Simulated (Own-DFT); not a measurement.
# Computed records: Hf36O71 (tetragonal hafnia with one neutral oxygen vacancy, atoms displaced)

All values are calculated (Own-DFT development build). A calculation, not a measurement: plane-wave PBE and HSE06 DFT by an unreviewed code, no spin, of a simulated cell at Gamma alone, so results move with cell size and shape, stress positive in tension, energies less offsets, not probed for a lower state with spin; hafnium file: forces about 75 meV/angstrom off all-electron values; oxygen file: force components 24 meV/angstrom off all-electron in a glass; k mesh not checked against a denser one; forces and stress are PBE's, HSE06 gives the energy alone, and its difference from PBE has offsets of its own; offsets are fitted by least squares, one for each functional and potential file, so energies compare only between cells with the same atoms and settings and are not formation energies; the far tail of each file's local potential was reset to the Coulomb form; each entry is a single point on an unrelaxed cell, so the pressure reflects the starting lattice, taken from the Materials Project, from which strain is counted, and rises with the displacements; printed positions are rounded, which can move forces by about a meV/angstrom; the program is a retired in-house code; no spin-orbit coupling.

Common to all runs: first functional PBE; second functional HSE06; exact exchange share 0.25; screening 0.11 1/bohr; exchange divergence Gygi-Baldereschi; potential files PseudoDojo norm-conserving, scalar-relativistic, made for PBE, standard set; wave cutoff 48 hartree; occupations fixed; k mesh 1 x 1 x 1 centred on Gamma.

(1) Hf36O71 (tetragonal hafnia with one neutral oxygen vacancy, atoms displaced)

```
Hf36O71
1.0
     10.7800     0.0000     0.0000
      0.0000    10.7800     0.0000
      0.0000     0.0000    10.4493
Hf O Hf O Hf O Hf O Hf O Hf O Hf O Hf O Hf O Hf O Hf O Hf O Hf O Hf O Hf O Hf O Hf O Hf O
2 4 2 3 2 4 2 4 2 4 2 4 2 4 2 4 2 4 2 4 2 4 2 4 2 4 2 4 2 4 2 4 2 4 2 4
Direct
  0.99998 0.99471 0.00218
  0.16668 0.16617 0.24715
  0.99791 0.16887 0.15046
  0.16182 0.99959 0.35082
  0.00209 0.16934 0.40076
  0.16684 0.99438 0.10086
  0.00310 0.99982 0.50133
  0.16708 0.16668 0.74863
  0.16797 0.00153 0.84451
  0.00376 0.16763 0.89907
  0.16622 0.99690 0.59439
  0.99609 0.33177 0.99997
  0.16620 0.50032 0.24663
  0.99965 0.50083 0.15536
  0.16335 0.33211 0.35060
  0.00165 0.50166 0.40575
  0.16144 0.33389 0.09228
  0.99903 0.32964 0.49800
  0.16687 0.50280 0.75247
  0.99911 0.49566 0.65140
  0.17280 0.33463 0.84632
  0.00041 0.50067 0.90535
  0.16782 0.32883 0.59740
  0.99862 0.66448 0.99552
  0.16511 0.83261 0.24738
  0.00063 0.83457 0.15201
  0.16949 0.66769 0.34579
  0.99794 0.83588 0.40433
  0.16980 0.66809 0.10060
  0.00038 0.66826 0.50223
  0.16312 0.83134 0.74587
  0.00476 0.83711 0.65448
  0.16433 0.66719 0.84694
  0.00405 0.83164 0.90661
  0.16621 0.66578 0.59699
  0.33151 0.99593 0.00291
  0.50189 0.16966 0.24879
  0.33429 0.16442 0.15038
  0.50141 0.00169 0.34452
  0.33082 0.16708 0.40055
  0.50035 0.00238 0.09391
  0.33389 0.00288 0.49488
  0.50021 0.16721 0.75038
  0.33031 0.16669 0.65296
  0.50249 0.00367 0.84981
  0.33237 0.17060 0.89596
  0.49875 0.00127 0.59967
  0.33776 0.33340 0.99871
  0.49424 0.50134 0.24617
  0.33660 0.49589 0.15537
  0.50104 0.33365 0.34823
  0.33335 0.49506 0.40147
  0.49788 0.33673 0.10282
  0.33488 0.33256 0.49724
  0.49507 0.49848 0.74482
  0.33525 0.49966 0.65312
  0.50080 0.33412 0.84659
  0.33402 0.50241 0.90200
  0.50001 0.33375 0.59618
  0.33390 0.66824 0.00281
  0.49749 0.83315 0.24539
  0.33545 0.83236 0.15024
  0.50078 0.66468 0.34683
  0.33122 0.83285 0.40312
  0.49834 0.66336 0.09904
  0.33450 0.66890 0.49553
  0.49737 0.83245 0.75687
  0.33347 0.83422 0.65755
  0.49976 0.66701 0.84500
  0.33091 0.83788 0.90036
  0.50251 0.66374 0.59913
  0.66258 0.00400 0.00160
  0.83276 0.16442 0.25424
  0.66879 0.16891 0.15511
  0.83462 0.00076 0.34847
  0.66923 0.16819 0.40362
  0.83240 0.99364 0.09594
  0.66934 0.00047 0.49911
  0.84030 0.16662 0.74950
  0.67065 0.16734 0.64504
  0.83606 0.00605 0.84921
  0.66763 0.16733 0.89690
  0.83000 0.99673 0.59915
  0.66417 0.33220 0.99786
  0.83747 0.50234 0.25383
  0.66641 0.49757 0.15040
  0.83865 0.33478 0.34750
  0.66542 0.49829 0.40263
  0.83353 0.32809 0.09523
  0.66868 0.33330 0.50120
  0.82957 0.50034 0.75561
  0.66602 0.50070 0.65344
  0.83417 0.33279 0.84840
  0.66251 0.50409 0.90614
  0.83060 0.33429 0.59694
  0.66973 0.66532 0.99646
  0.83554 0.82928 0.25025
  0.67145 0.83425 0.15038
  0.83307 0.66305 0.34800
  0.66404 0.83473 0.40632
  0.83344 0.66303 0.09715
  0.66403 0.66554 0.49741
  0.82935 0.82798 0.74993
  0.66682 0.82917 0.65450
  0.83520 0.66647 0.84611
  0.66121 0.82904 0.89925
  0.83667 0.66325 0.59536
```

* PBE energy of cell above offsets: -100.947 eV
* HSE06 less PBE above offsets: -0.139 eV
* PBE pressure: 0.84 GPa
* PBE stress xx: -0.32 GPa
* PBE stress yy: -0.77 GPa
* PBE stress zz: -1.43 GPa
* PBE stress yz: -0.02 GPa
* PBE stress xz: -0.7 GPa
* PBE stress xy: 0 GPa

Force:
```csv
element,x (eV/Å),y (eV/Å),z (eV/Å)
Hf,-0.495,1.119,-0.622
Hf,-0.416,0.473,0.486
O,0.396,-0.577,0.245
O,0.347,0.016,-0.77
O,-0.255,-1.17,0.473
O,0.05,0.198,-0.083
Hf,-0.632,0.525,-0.033
Hf,-0.361,0.685,0.144
O,-0.127,-0.543,0.323
O,-0.148,-0.196,-0.048
O,0.379,0.493,0.168
Hf,0.178,-0.543,-0.219
Hf,-0.18,-0.589,0.936
O,0.21,0.163,-0.332
O,0.268,0.198,-1.098
O,0.053,0.303,-0.403
O,1.297,0.076,0.626
Hf,0.381,1.106,0.676
Hf,-0.295,-1.162,-0.695
O,0.027,0.363,0.989
O,-0.327,0.316,-0.285
O,-0.112,-0.156,-0.358
O,-0.387,-0.163,-0.233
Hf,0.572,0.067,0.974
Hf,0.009,0.229,0.667
O,-0.194,-0.258,0.171
O,0.045,-0.126,-0.025
O,-0.009,-0.969,-0.385
O,-0.506,-0.187,-0.428
Hf,0.109,-0.731,-0.21
Hf,1.338,0.804,0.785
O,-1.837,-0.392,-0.368
O,0.037,0.035,0.353
O,-0.31,-0.032,-0.448
O,0.467,0.101,-0.047
Hf,-0.097,1.464,-1.202
Hf,-0.172,0.251,0.492
O,-0.237,0.141,0.001
O,-0.352,-0.291,-0.222
O,0.134,-0.124,-0.343
O,-0.305,-0.362,0.68
Hf,0.267,-0.052,1.187
Hf,0.134,-0.394,-0.879
O,0.894,-0.234,-0.451
O,-0.031,-0.511,0.07
O,0.361,-0.787,1.09
O,0.173,-0.011,-0.581
Hf,-1.295,-0.252,-0.595
Hf,2.251,-0.708,0.883
O,-1.76,0.262,-0.967
O,-0.222,-0.318,-0.247
O,-0.033,1.214,-0.03
O,0.543,-0.599,-0.714
Hf,-0.497,-0.235,0.627
Hf,0.798,0.507,0.43
O,-1.09,0.064,-0.421
O,0.069,0.123,0.452
O,0.069,0.091,0.474
O,-0.024,0.003,0.278
Hf,0.147,-0.072,-1.015
Hf,1.48,-0.013,0.802
O,-0.325,0.244,-0.052
O,-0.325,0.848,0.054
O,0.335,0.407,-0.482
O,0.338,0.433,-0.257
Hf,0.055,-0.758,0.815
Hf,0.371,0.57,-0.959
O,-0.106,-0.417,-0.681
O,-0.389,-0.374,0.465
O,0.402,-1.061,0.715
O,-0.817,0.155,-0.633
Hf,1.063,-0.496,-0.945
Hf,0.435,0.759,-0.31
O,-0.483,-0.347,-0.709
O,-0.166,-0.599,-0.154
O,0.014,-0.232,-0.667
O,0.121,0.362,0.148
Hf,-0.641,0.515,0.683
Hf,-0.343,-0.114,-0.685
O,-0.408,-0.013,1.082
O,0.001,-1.536,-0.221
O,-0.362,0.163,0.784
O,1.108,0.148,-0.038
Hf,0.508,0.454,0.618
Hf,-1.149,-0.966,-0.535
O,0.241,0.107,0.478
O,-0.175,-0.285,-0.064
O,0.231,0.358,0.108
O,-0.539,0.312,-0.044
Hf,-0.401,-0.06,-0.013
Hf,0.607,-0.952,-1.691
O,0.222,-0.036,0.325
O,-0.18,0.35,-0.05
O,0.597,-1.056,-0.726
O,0.95,-0.318,0.279
Hf,-0.797,0.211,1.191
Hf,-0.365,0.786,0.105
O,-1.142,-0.224,0.448
O,-0.029,1.051,0.081
O,0.192,-0.53,-0.609
O,0.369,0.324,-0.16
Hf,0.266,-0.229,0.469
Hf,0.045,1.897,-0.594
O,-0.119,-0.036,0.074
O,0,0.009,0.743
O,0.626,0.989,0.416
O,-0.607,0.553,0.476
```

(2) Hf36O71 (tetragonal hafnia with one neutral oxygen vacancy, atoms displaced)

```
Hf36O71
1.0
     10.7800     0.0000     0.0000
      0.0000    10.7800     0.0000
      0.0000     0.0000    10.4493
Hf O Hf O Hf O Hf O Hf O Hf O Hf O Hf O Hf O Hf O Hf O Hf O Hf O Hf O Hf O Hf O Hf O Hf O
2 4 2 4 2 4 2 4 2 4 2 4 2 4 2 4 2 4 2 4 2 3 2 4 2 4 2 4 2 4 2 4 2 4 2 4
Direct
  0.98660 0.99686 0.99417
  0.16662 0.16641 0.25044
  0.99763 0.16520 0.14660
  0.17109 0.00734 0.34650
  0.01266 0.15481 0.40169
  0.15753 0.99357 0.09521
  0.00865 0.00032 0.50231
  0.15945 0.15937 0.75276
  0.99930 0.16558 0.65313
  0.16198 0.99846 0.85005
  0.99647 0.16764 0.90593
  0.17340 0.99926 0.60098
  0.99878 0.34359 0.99397
  0.15747 0.49558 0.25294
  0.00199 0.49803 0.15027
  0.17330 0.33426 0.34710
  0.99862 0.49827 0.39818
  0.16977 0.33563 0.10159
  0.99943 0.33429 0.50053
  0.17133 0.50009 0.74700
  0.99774 0.50037 0.64965
  0.16019 0.32690 0.85170
  0.00392 0.50080 0.90026
  0.16418 0.33091 0.59841
  0.01135 0.66915 0.00166
  0.17315 0.84321 0.25070
  0.00053 0.83537 0.15290
  0.17059 0.66008 0.34617
  0.00221 0.84006 0.40746
  0.17263 0.66837 0.09389
  0.00277 0.66392 0.50155
  0.15898 0.83470 0.74127
  0.99809 0.83538 0.64683
  0.17109 0.66441 0.84359
  0.99735 0.83470 0.90882
  0.15702 0.67066 0.59935
  0.32967 0.99745 0.99753
  0.50247 0.15856 0.24939
  0.33567 0.16779 0.15834
  0.49916 0.00597 0.33630
  0.33611 0.16494 0.40813
  0.50225 0.00160 0.08908
  0.34045 0.99500 0.49207
  0.50415 0.16263 0.74978
  0.33160 0.16044 0.64772
  0.49848 0.99953 0.84988
  0.33253 0.16355 0.89442
  0.49731 0.00523 0.59704
  0.33243 0.33532 0.00309
  0.49562 0.49758 0.24855
  0.33187 0.50468 0.15153
  0.50417 0.34039 0.35929
  0.33460 0.49879 0.40443
  0.49900 0.33229 0.08696
  0.32755 0.33403 0.49491
  0.50043 0.49692 0.75597
  0.33512 0.49881 0.65074
  0.50048 0.34194 0.85389
  0.34300 0.49790 0.90416
  0.50503 0.33664 0.60387
  0.33380 0.66109 0.00985
  0.49709 0.83622 0.24115
  0.49596 0.66892 0.34297
  0.33904 0.83108 0.39628
  0.51617 0.67072 0.09818
  0.32444 0.66743 0.49981
  0.50836 0.83456 0.75728
  0.33475 0.82763 0.65239
  0.50394 0.67090 0.83264
  0.32869 0.83163 0.90704
  0.49956 0.67335 0.59430
  0.66416 0.99340 0.99353
  0.83333 0.17627 0.24402
  0.66348 0.16960 0.15823
  0.83662 0.99832 0.34055
  0.67395 0.16389 0.40333
  0.83391 0.00129 0.10520
  0.66118 0.00467 0.50184
  0.83466 0.16503 0.74990
  0.67151 0.16966 0.65347
  0.83174 0.99244 0.84689
  0.67040 0.16045 0.89696
  0.82951 0.99839 0.59425
  0.67168 0.33360 0.99650
  0.83243 0.51090 0.24081
  0.66676 0.49935 0.15083
  0.83456 0.33311 0.34767
  0.66283 0.50198 0.39794
  0.82755 0.33145 0.09735
  0.66450 0.32741 0.49465
  0.82828 0.50185 0.74694
  0.66820 0.50185 0.65911
  0.82619 0.32873 0.85303
  0.66133 0.50714 0.90012
  0.82974 0.33858 0.59447
  0.66741 0.66225 0.00218
  0.83970 0.82877 0.25061
  0.66177 0.83751 0.16237
  0.83308 0.65841 0.34897
  0.67955 0.82840 0.40766
  0.83185 0.66397 0.10309
  0.67017 0.67122 0.50586
  0.82652 0.82954 0.74250
  0.66153 0.84170 0.65346
  0.83507 0.67515 0.84672
  0.66778 0.83160 0.90850
  0.83542 0.66865 0.59833
```

* PBE energy of cell above offsets: -96.991 eV
* HSE06 less PBE above offsets: 0.100 eV
* PBE pressure: 2.36 GPa
* PBE stress xx: -2.06 GPa
* PBE stress yy: -2.04 GPa
* PBE stress zz: -2.98 GPa
* PBE stress yz: 0.4 GPa
* PBE stress xz: 0.04 GPa
* PBE stress xy: 0.06 GPa

Force:
```csv
element,x (eV/Å),y (eV/Å),z (eV/Å)
Hf,0.738,1.383,1.524
Hf,-0.934,0.559,-1.106
O,0.834,0.697,0.898
O,0.727,-2.105,0.308
O,-0.333,2.815,0.046
O,1.596,-0.23,0.509
Hf,-1.845,-0.041,0.08
Hf,2.254,0.683,-0.08
O,-0.519,-0.074,-0.353
O,-0.122,-0.52,-0.49
O,-0.376,0.022,-0.854
O,-0.46,-0.603,-0.442
Hf,0.607,-2.5,0.982
Hf,1.546,-0.016,-0.049
O,-0.469,0.269,-0.834
O,-0.364,-0.457,0.492
O,0.764,-0.051,0.224
O,-0.89,0.199,-0.174
Hf,-0.781,-0.593,-0.185
Hf,-0.569,-1.043,0.346
O,0.492,-0.044,0.048
O,0.219,1.36,-0.45
O,-0.384,1.129,-0.134
O,-0.103,0.511,-0.194
Hf,-1.465,0.539,-0.753
Hf,-0.624,-0.272,-0.669
O,0.783,-1.141,0.249
O,-0.371,1.533,0.173
O,0.455,-1.927,-0.758
O,-0.762,0.446,0.954
Hf,-1.501,0.321,-1.203
Hf,1.863,0.236,1.197
O,-0.47,0.043,0.744
O,-0.477,0.155,0.341
O,0.63,-1.596,-1.116
O,1.522,-0.351,0.201
Hf,-0.563,0.42,-0.176
Hf,-0.474,3.599,-0.889
O,-0.447,-0.27,-0.591
O,0.102,-2.94,2.119
O,0.107,0.209,-0.854
O,-1.085,-0.3,0.748
Hf,-1.128,1.352,1.741
Hf,-1.762,1.661,-0.26
O,0.258,0.598,1.034
O,0.428,-0.083,-0.137
O,0.14,0.545,1.148
O,0.645,-0.046,-0.094
Hf,0.325,-1.35,-0.878
Hf,1.382,0.629,1.536
O,-0.172,0.07,-0.017
O,-0.465,-1.655,-1.565
O,-0.244,0.424,-0.243
O,0.301,0.364,1.447
Hf,1.566,-0.65,1.507
Hf,0.068,0.248,-1.584
O,-0.905,0.379,0.159
O,0.448,-2.49,-0.565
O,-0.886,0.739,-0.093
O,-0.661,-0.448,-0.271
Hf,1.462,0.76,-1.69
Hf,-0.256,-1.529,0.675
O,-0.203,0.014,-0.697
O,-0.861,0.386,-0.479
O,-3.587,0.099,0.012
Hf,2.482,-0.282,0.14
Hf,-2.591,-0.522,-1.325
O,-0.563,0.269,0.046
O,-0.087,-0.735,2.046
O,0.417,-0.29,0.979
O,0.045,-0.238,-0.751
Hf,1.173,1.239,1.614
Hf,0.335,-2.128,0.499
O,0.42,0.185,-0.971
O,-0.068,0.517,0.169
O,-0.707,0.02,-0.232
O,-1.2,-0.387,-1.693
Hf,2.375,-1.314,-0.684
Hf,-0.257,-0.479,0.364
O,-0.645,-0.448,-0.424
O,0.2,0.633,-0.257
O,-0.385,0.451,0.544
O,0.518,0.286,0.14
Hf,-1.558,-0.323,-0.178
Hf,-1.057,-1.867,1.392
O,-0.409,-0.239,-0.524
O,0.479,0.457,-0.142
O,0.472,0.188,0.874
O,1.401,0.318,-0.058
Hf,-0.507,1.94,0.168
Hf,0.452,-0.094,0.404
O,-0.158,0.448,-0.551
O,0.411,1.464,-0.745
O,0.833,-1.064,0.236
O,1.055,-0.224,0.501
Hf,1.379,0.394,-0.513
Hf,-1.469,1.826,0.979
O,1.664,0.204,-0.765
O,0.789,1.536,0.365
O,-0.621,1.33,0.332
O,0.953,0.087,-0.618
Hf,-1.886,-1.61,-1.477
Hf,1.122,0.819,0.234
O,0.811,-0.336,-0.125
O,-0.041,-1.663,-0.021
O,-0.378,-0.551,-0.973
O,0.068,0.125,0.485
```
